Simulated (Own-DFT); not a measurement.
Simulation results for GaP (zincblende, atoms displaced)

A calculation, not a measurement: plane-wave PBE density functional theory by an unreviewed code, no spin, of a simulated periodic cell, stress positive in tension, free energy of the whole cell less one offset for each atom, forces on such cells passed a denser k mesh, this cell's mesh not checked; offsets are fitted by least squares, one for each functional and potential file, so energies compare only between cells with the same atoms and settings and are not formation energies; the far tail of each file's local potential was reset to the Coulomb form; each entry is a single point on an unrelaxed cell, so the pressure reflects the starting lattice, mostly measured values (interpolated for alloys), from which strain is counted, and rises with the displacements; printed positions are rounded, which can move forces by about a meV/angstrom; the program, named Own-DFT, is a retired in-house code; no spin-orbit coupling. Program: Own-DFT development build.

Settings shared by all entries: functional PBE; potential files PseudoDojo norm-conserving, scalar-relativistic, standard set; wave cutoff 42 hartree; occupations Fermi-Dirac; smearing width 0.1 eV; k mesh 2 x 3 x 3 centred on Gamma.

(1) GaP (zincblende, atoms displaced)

```
CELL_PARAMETERS angstrom
16.35150 0.00000 0.00000
0.00000 10.90100 0.00000
0.00000 0.00000 10.90100
ATOMIC_POSITIONS crystal
Ga 0.99760 0.97384 0.99890
Ga 0.00286 0.25443 0.26203
Ga 0.16233 0.00611 0.24800
Ga 0.16179 0.24110 0.99129
P 0.08728 0.13575 0.11963
P 0.08865 0.38626 0.38097
P 0.24559 0.11113 0.37162
P 0.24526 0.39167 0.11920
Ga 0.99247 0.00064 0.50593
Ga 0.00490 0.26181 0.75245
Ga 0.16865 0.98918 0.74470
Ga 0.17314 0.24486 0.50098
P 0.09695 0.13914 0.64176
P 0.08998 0.38885 0.87297
P 0.25575 0.11979 0.88557
P 0.23184 0.36457 0.62059
Ga 0.99895 0.49290 0.00063
Ga 0.01457 0.74744 0.26357
Ga 0.15577 0.50480 0.25831
Ga 0.16313 0.74762 0.02243
P 0.07456 0.62237 0.11545
P 0.07870 0.86668 0.36898
P 0.25162 0.62920 0.37941
P 0.25342 0.88401 0.13776
Ga 0.99059 0.49820 0.49101
Ga 0.00180 0.76871 0.75149
Ga 0.16145 0.50594 0.74994
Ga 0.16355 0.73953 0.49336
P 0.06985 0.63802 0.62791
P 0.08369 0.87821 0.86299
P 0.26158 0.61200 0.88129
P 0.25412 0.87533 0.63161
Ga 0.33772 0.99661 0.00050
Ga 0.32415 0.26390 0.25216
Ga 0.50460 0.99460 0.25460
Ga 0.50179 0.25816 0.01069
P 0.41437 0.12456 0.12835
P 0.42512 0.37198 0.36651
P 0.57900 0.13508 0.37379
P 0.58322 0.36563 0.11475
Ga 0.32949 0.00724 0.49836
Ga 0.33416 0.25097 0.76143
Ga 0.49758 0.99470 0.74948
Ga 0.50814 0.24722 0.50609
P 0.41078 0.11127 0.63218
P 0.42693 0.37766 0.86963
P 0.58867 0.11961 0.86132
P 0.58297 0.37642 0.61931
Ga 0.33951 0.48338 0.99866
Ga 0.33794 0.75710 0.24119
Ga 0.49673 0.49346 0.24121
Ga 0.49093 0.75815 0.00931
P 0.42021 0.64695 0.13886
P 0.42572 0.87602 0.37125
P 0.58378 0.61827 0.36938
P 0.58507 0.88530 0.11371
Ga 0.33988 0.52210 0.48994
Ga 0.33451 0.75524 0.74842
Ga 0.49490 0.49929 0.74503
Ga 0.50447 0.75439 0.48841
P 0.42346 0.62055 0.63280
P 0.42430 0.88693 0.86402
P 0.58244 0.62853 0.87183
P 0.58859 0.89172 0.63198
Ga 0.66662 0.98341 0.00521
Ga 0.66932 0.24502 0.24540
Ga 0.83009 0.00229 0.22602
Ga 0.82569 0.25327 0.99576
P 0.74555 0.11898 0.10637
P 0.75983 0.36915 0.37584
P 0.90897 0.14082 0.36293
P 0.91785 0.36815 0.11579
Ga 0.66995 0.99758 0.50383
Ga 0.66621 0.25284 0.74427
Ga 0.82530 0.99273 0.73719
Ga 0.83781 0.24967 0.49795
P 0.74336 0.12908 0.62307
P 0.74729 0.38707 0.88464
P 0.91408 0.12867 0.88907
P 0.92261 0.36897 0.61042
Ga 0.66539 0.49744 0.99447
Ga 0.65874 0.75977 0.24736
Ga 0.84275 0.50296 0.25643
Ga 0.84027 0.74580 0.99525
P 0.74756 0.61654 0.13174
P 0.75104 0.87181 0.38274
P 0.92265 0.63518 0.36746
P 0.92099 0.87791 0.13112
Ga 0.66815 0.48920 0.49173
Ga 0.67075 0.74223 0.75452
Ga 0.82792 0.50522 0.74706
Ga 0.82982 0.75295 0.49063
P 0.75263 0.62449 0.62417
P 0.74093 0.87567 0.85832
P 0.91392 0.61915 0.87227
P 0.91760 0.86810 0.63057
```

```
free energy of cell above offsets : -39.540 eV
pressure                          : 4.73 GPa
stress xx                         : -4.78 GPa
stress yy                         : -4.68 GPa
stress zz                         : -4.74 GPa
stress yz                         : 0.49 GPa
stress xz                         : 0.71 GPa
stress xy                         : -0.76 GPa
```

Force:
| element | x (eV/Å) | y (eV/Å) | z (eV/Å) |
| --- | --- | --- | --- |
| Ga | 0.72 | 2.865 | -0.681 |
| Ga | 0.539 | 0.552 | -1.337 |
| Ga | -0.73 | -0.606 | -0.386 |
| Ga | 1.51 | 1.51 | -0.435 |
| P | -1.887 | -1.654 | 1.201 |
| P | -1.224 | -1.87 | 0.908 |
| P | 0.501 | 1.975 | 0.188 |
| P | -0.619 | -1.341 | 0.805 |
| Ga | 0.707 | 0.954 | -0.355 |
| Ga | -0.494 | -0.619 | 0.622 |
| Ga | 0.731 | 1.608 | 0.688 |
| Ga | -1.49 | -1.477 | -2.16 |
| P | -1.876 | -1.396 | -1.135 |
| P | -1.284 | -1.408 | 1.075 |
| P | -0.984 | 0.034 | -0.924 |
| P | 4.001 | 2.987 | 2.274 |
| Ga | -0.622 | -0.044 | -1.078 |
| Ga | -2.711 | -1.808 | -3.483 |
| Ga | 1.869 | 1.199 | -1.695 |
| Ga | 1.593 | 0.521 | -1.838 |
| P | 0.392 | 0.089 | 1.72 |
| P | 2.698 | 3.758 | 2.837 |
| P | -0.279 | 0.419 | -1.938 |
| P | -0.764 | -0.417 | -1.307 |
| Ga | 1.266 | 1.088 | 0.357 |
| Ga | -1.019 | -2.232 | 0.574 |
| Ga | 1.055 | 1.274 | -1.119 |
| Ga | -0.189 | 1.053 | 1.414 |
| P | 1.309 | -1.48 | -0.806 |
| P | 1.16 | -0.309 | 2.46 |
| P | -1.467 | 1.621 | -0.614 |
| P | -0.67 | -0.675 | -1.965 |
| Ga | 0.3 | 0.074 | 0.228 |
| Ga | 0.378 | -0.759 | -0.39 |
| Ga | 0.03 | 1.582 | -0.948 |
| Ga | -1.257 | -2.944 | -2.29 |
| P | 0.254 | 0.405 | 0.393 |
| P | -1.616 | -0.095 | 1.444 |
| P | 1.697 | -1.628 | -0.397 |
| P | 1.741 | 2.206 | 1.94 |
| Ga | 0.772 | -1.259 | 0.05 |
| Ga | -0.613 | -0.005 | -0.986 |
| Ga | 1.961 | 2.164 | -1.196 |
| Ga | -2.104 | -0.278 | 0.267 |
| P | 0.674 | 2.067 | -0.572 |
| P | -1.021 | -1.274 | 1.085 |
| P | -0.836 | 0.35 | 1.668 |
| P | 0.307 | 0.508 | 0.914 |
| Ga | 0.669 | 1.29 | 0.338 |
| Ga | -1.471 | 0.824 | 2.49 |
| Ga | 1.142 | 0.746 | -0.296 |
| Ga | 1.501 | 0.42 | -1.902 |
| P | 0.286 | -3.589 | -1.581 |
| P | -2.104 | 0.133 | 0.599 |
| P | 0.018 | 0.108 | -0.091 |
| P | -2.132 | -1.909 | 2.316 |
| Ga | 0.423 | -2.361 | 1.003 |
| Ga | 0.688 | -1.091 | 0.945 |
| Ga | 2.5 | -0.088 | 0.493 |
| Ga | 0.842 | -0.563 | 1.726 |
| P | -1.415 | 2.394 | -1.938 |
| P | -2.401 | -2.598 | 2.565 |
| P | -0.878 | -0.406 | 0.693 |
| P | -0.457 | -2.593 | -0.737 |
| Ga | 1.11 | 2.081 | -3.332 |
| Ga | 0.058 | 0.196 | 0.197 |
| Ga | -0.044 | 0.244 | 1.697 |
| Ga | 0.659 | -0.003 | 0.066 |
| P | -0.105 | 0.696 | 1.073 |
| P | -1.084 | 0.578 | -0.888 |
| P | 0.793 | -2.569 | 0.117 |
| P | -0.253 | 0.143 | 1.504 |
| Ga | -0.631 | 0.925 | -0.961 |
| Ga | -0.031 | 0.594 | 0.9 |
| Ga | 0.759 | 1.242 | 0.794 |
| Ga | -1.08 | -0.569 | 1.102 |
| P | 1.868 | 0.323 | -0.578 |
| P | 0.766 | -1.559 | -2.486 |
| P | 0.486 | -0.769 | -1.807 |
| P | -1.061 | 0.303 | 2.044 |
| Ga | -1.161 | 1.478 | 1.236 |
| Ga | 0.972 | -1.034 | 0.107 |
| Ga | -0.591 | -0.482 | -1.191 |
| Ga | -1.508 | 0.416 | 0.628 |
| P | 0.264 | 1.04 | -0.299 |
| P | -0.874 | 1.514 | -2.29 |
| P | -1.067 | -0.365 | 0.786 |
| P | -0.422 | -2.156 | 0.509 |
| Ga | 0.415 | 0.812 | 0.055 |
| Ga | -1.326 | -0.225 | -1.4 |
| Ga | 1.034 | -1.138 | 0.097 |
| Ga | 1.502 | -1.184 | 1.367 |
| P | -0.908 | 0.035 | -1.267 |
| P | 2.071 | 0.006 | 2.311 |
| P | 1.425 | 0.447 | -0.389 |
| P | -1.653 | 0.98 | -1.404 |

(2) GaP (zincblende, atoms displaced)

```
CELL_PARAMETERS angstrom
16.35150 0.00000 0.00000
0.00000 10.90100 0.00000
0.00000 0.00000 10.90100
ATOMIC_POSITIONS crystal
Ga 0.99749 0.00516 0.98432
Ga 0.99676 0.25000 0.24642
Ga 0.16824 0.99795 0.25899
Ga 0.16227 0.24837 0.00280
P 0.07642 0.11796 0.14090
P 0.08883 0.37639 0.38242
P 0.24776 0.12141 0.38247
P 0.25306 0.37934 0.12218
Ga 0.99380 0.99779 0.49474
Ga 0.99922 0.25023 0.74898
Ga 0.16710 0.98571 0.75372
Ga 0.17584 0.23407 0.49052
P 0.07823 0.13812 0.61554
P 0.08903 0.38162 0.88124
P 0.24165 0.12260 0.86668
P 0.24504 0.37309 0.62460
Ga 0.99043 0.49474 0.01382
Ga 0.00048 0.76823 0.22853
Ga 0.17154 0.49957 0.24610
Ga 0.17122 0.74919 0.00844
P 0.09044 0.61228 0.12114
P 0.09121 0.89251 0.38083
P 0.24412 0.61954 0.38406
P 0.25192 0.85767 0.14087
Ga 0.99606 0.49944 0.52064
Ga 0.00311 0.75430 0.74929
Ga 0.16979 0.50160 0.74688
Ga 0.16218 0.75519 0.50538
P 0.08419 0.63260 0.62669
P 0.09083 0.88414 0.88907
P 0.24871 0.62038 0.86174
P 0.24475 0.87480 0.61851
Ga 0.33936 0.99976 0.99302
Ga 0.32905 0.26153 0.24977
Ga 0.49131 0.98304 0.24811
Ga 0.50356 0.24730 0.99247
P 0.43179 0.12537 0.12752
P 0.40823 0.38121 0.38196
P 0.58108 0.12739 0.38678
P 0.58025 0.37091 0.12599
Ga 0.32708 0.99615 0.49162
Ga 0.32564 0.25844 0.76212
Ga 0.49529 0.98657 0.75673
Ga 0.49821 0.25692 0.50343
P 0.40853 0.11745 0.60539
P 0.41571 0.37746 0.88419
P 0.57896 0.12683 0.86077
P 0.57469 0.39145 0.62192
Ga 0.34312 0.51163 0.99856
Ga 0.33825 0.75098 0.25353
Ga 0.50252 0.49919 0.25721
Ga 0.50372 0.73880 0.99293
P 0.41868 0.61394 0.13191
P 0.41229 0.87020 0.37093
P 0.57936 0.63028 0.38020
P 0.58908 0.88174 0.11445
Ga 0.34267 0.50350 0.49662
Ga 0.33300 0.73995 0.74637
Ga 0.50016 0.51023 0.75725
Ga 0.50370 0.73489 0.49024
P 0.40809 0.62004 0.62501
P 0.41314 0.89312 0.88409
P 0.58136 0.60546 0.87123
P 0.58679 0.85993 0.62916
Ga 0.67544 0.00250 0.00513
Ga 0.65765 0.24352 0.24276
Ga 0.82809 0.00209 0.24540
Ga 0.82923 0.24410 0.00312
P 0.75810 0.12127 0.11097
P 0.74429 0.37027 0.37830
P 0.90657 0.12544 0.37670
P 0.92296 0.37973 0.13296
Ga 0.65543 0.98518 0.51414
Ga 0.66266 0.24332 0.75000
Ga 0.83684 0.00056 0.76238
Ga 0.83391 0.24755 0.51149
P 0.74319 0.13635 0.62398
P 0.75583 0.37378 0.87040
P 0.92472 0.12409 0.88226
P 0.90897 0.36611 0.63745
Ga 0.67428 0.49534 0.00419
Ga 0.65417 0.75053 0.25666
Ga 0.83303 0.49455 0.24143
Ga 0.84430 0.75361 0.01607
P 0.74997 0.61587 0.12825
P 0.73809 0.87082 0.39161
P 0.91984 0.62271 0.38849
P 0.91197 0.86222 0.12808
Ga 0.66564 0.49138 0.49636
Ga 0.66486 0.75744 0.75724
Ga 0.83959 0.49247 0.75934
Ga 0.82412 0.74985 0.48923
P 0.75353 0.62399 0.63682
P 0.74217 0.86851 0.87921
P 0.92681 0.62175 0.87770
P 0.91620 0.85871 0.62968
```

```
free energy of cell above offsets : -38.964 eV
pressure                          : 4.9 GPa
stress xx                         : -4.89 GPa
stress yy                         : -4.85 GPa
stress zz                         : -4.96 GPa
stress yz                         : -0.5 GPa
stress xz                         : 0.16 GPa
stress xy                         : 0.44 GPa
```

Force:
| element | x (eV/Å) | y (eV/Å) | z (eV/Å) |
| --- | --- | --- | --- |
| Ga | 1.734 | -1.703 | 3.178 |
| Ga | 0.707 | 0.08 | 2.156 |
| Ga | 0.839 | 0.681 | -1.502 |
| Ga | 0.204 | -0.46 | 0.516 |
| P | 0.791 | -0.228 | -1.653 |
| P | -0.782 | -0.288 | -0.353 |
| P | 2.173 | -0.752 | -3.409 |
| P | -0.245 | -0.102 | -0.946 |
| Ga | 0.057 | 0.342 | 0.946 |
| Ga | 1.123 | 0.458 | 0.659 |
| Ga | -0.508 | 1.594 | -1.432 |
| Ga | -2.661 | 2.948 | 2.313 |
| P | 0.375 | -1.821 | 0.436 |
| P | -1.598 | -0.173 | -0.343 |
| P | 0.959 | -0.013 | 1.505 |
| P | 1.099 | 0.002 | -0.616 |
| Ga | 2.837 | 1.184 | -1.924 |
| Ga | 3.152 | -2.835 | 3.277 |
| Ga | -0.329 | -0.483 | 1.105 |
| Ga | -0.103 | -0.751 | -0.691 |
| P | -1.433 | 1.426 | -0.005 |
| P | -2.298 | -2.106 | 0.051 |
| P | 1.117 | 0.853 | -0.307 |
| P | -0.121 | 2.33 | -1.442 |
| Ga | 0.528 | -0.526 | -0.734 |
| Ga | 0.867 | -0.158 | 1.167 |
| Ga | -1.164 | -0.574 | -0.598 |
| Ga | 0.087 | -0.619 | -1.12 |
| P | -0.164 | -0.843 | 0.624 |
| P | -0.968 | -1.686 | -0.385 |
| P | 0.873 | 0.956 | 2.225 |
| P | 1.263 | -0.315 | 0.895 |
| Ga | -3.001 | 2.623 | 3.106 |
| Ga | 0.717 | -1.33 | 0.14 |
| Ga | 1.942 | 0.995 | 0.089 |
| Ga | -0.129 | 0.28 | 0.149 |
| P | -2.541 | 0.455 | -0.171 |
| P | 2.306 | -1.557 | -1.709 |
| P | -0.301 | -1.225 | -0.939 |
| P | 0.388 | 0.654 | -0.555 |
| Ga | 0.379 | -0.726 | 0.389 |
| Ga | 0.465 | -0.431 | -1.131 |
| Ga | 0.551 | 1.285 | -2.333 |
| Ga | -0.645 | -0.302 | -0.063 |
| P | 1.055 | 0.788 | 2.396 |
| P | 0.511 | -0.444 | -1.062 |
| P | 0.414 | -1.04 | 1.372 |
| P | 0.613 | -1.295 | 0.701 |
| Ga | -1.91 | -0.666 | -0.39 |
| Ga | -0.767 | -2.42 | 0.275 |
| Ga | -0.426 | -0.737 | 0.133 |
| Ga | -0.397 | 0.707 | 0.574 |
| P | 0.67 | 1.932 | 0.129 |
| P | 0.849 | -0.125 | 1.739 |
| P | 1.95 | -2.903 | -1.724 |
| P | -1.27 | -1.073 | 0.977 |
| Ga | -3.518 | 0.118 | 0.844 |
| Ga | -0.526 | 2.054 | 0.289 |
| Ga | -2.463 | -1.876 | -1.835 |
| Ga | -2.868 | 2.406 | 2.794 |
| P | 2.662 | 0.995 | 0.41 |
| P | 1.532 | -5.061 | -1.902 |
| P | 2.416 | 2.617 | 1.824 |
| P | -2.919 | -0.042 | 0.399 |
| Ga | -1.371 | 0.097 | -1.668 |
| Ga | 1.144 | -0.419 | 0.947 |
| Ga | -0.022 | -0.981 | 1.271 |
| Ga | 2.299 | 2.012 | -1.296 |
| P | -1.861 | 0.105 | 2.46 |
| P | 1.066 | -0.597 | -1.178 |
| P | 0.724 | -0.067 | -0.489 |
| P | -2.486 | -2.078 | 0.007 |
| Ga | 1.077 | 2.611 | -0.697 |
| Ga | 0.025 | 2.009 | -0.478 |
| Ga | -0.703 | -0.336 | -1.01 |
| Ga | -1.074 | 0.22 | -1.152 |
| P | 0.666 | -2.34 | 0.323 |
| P | -1.368 | -0.916 | 0.915 |
| P | -2.53 | 1.97 | -1.599 |
| P | 1.399 | 0.497 | -0.646 |
| Ga | -0.749 | -0.723 | -0.419 |
| Ga | 1.48 | 0.394 | -1.019 |
| Ga | 0.007 | 0.243 | 2.28 |
| Ga | -3.431 | -3.406 | -3.604 |
| P | -0.125 | 1.877 | 0.211 |
| P | 0.283 | 0.939 | -2.385 |
| P | -0.503 | 0.488 | -1.822 |
| P | 0.575 | 5.265 | 0.531 |
| Ga | 0.323 | 1.359 | 0.958 |
| Ga | 0.343 | -2.634 | -0.167 |
| Ga | -0.356 | 1.837 | -0.136 |
| Ga | 1.31 | -1.357 | 1.544 |
| P | -0.643 | -0.279 | -0.552 |
| P | 2.426 | 0.711 | 0.943 |
| P | -1.105 | 0.587 | 0.237 |
| P | -0.972 | 1.841 | -0.816 |
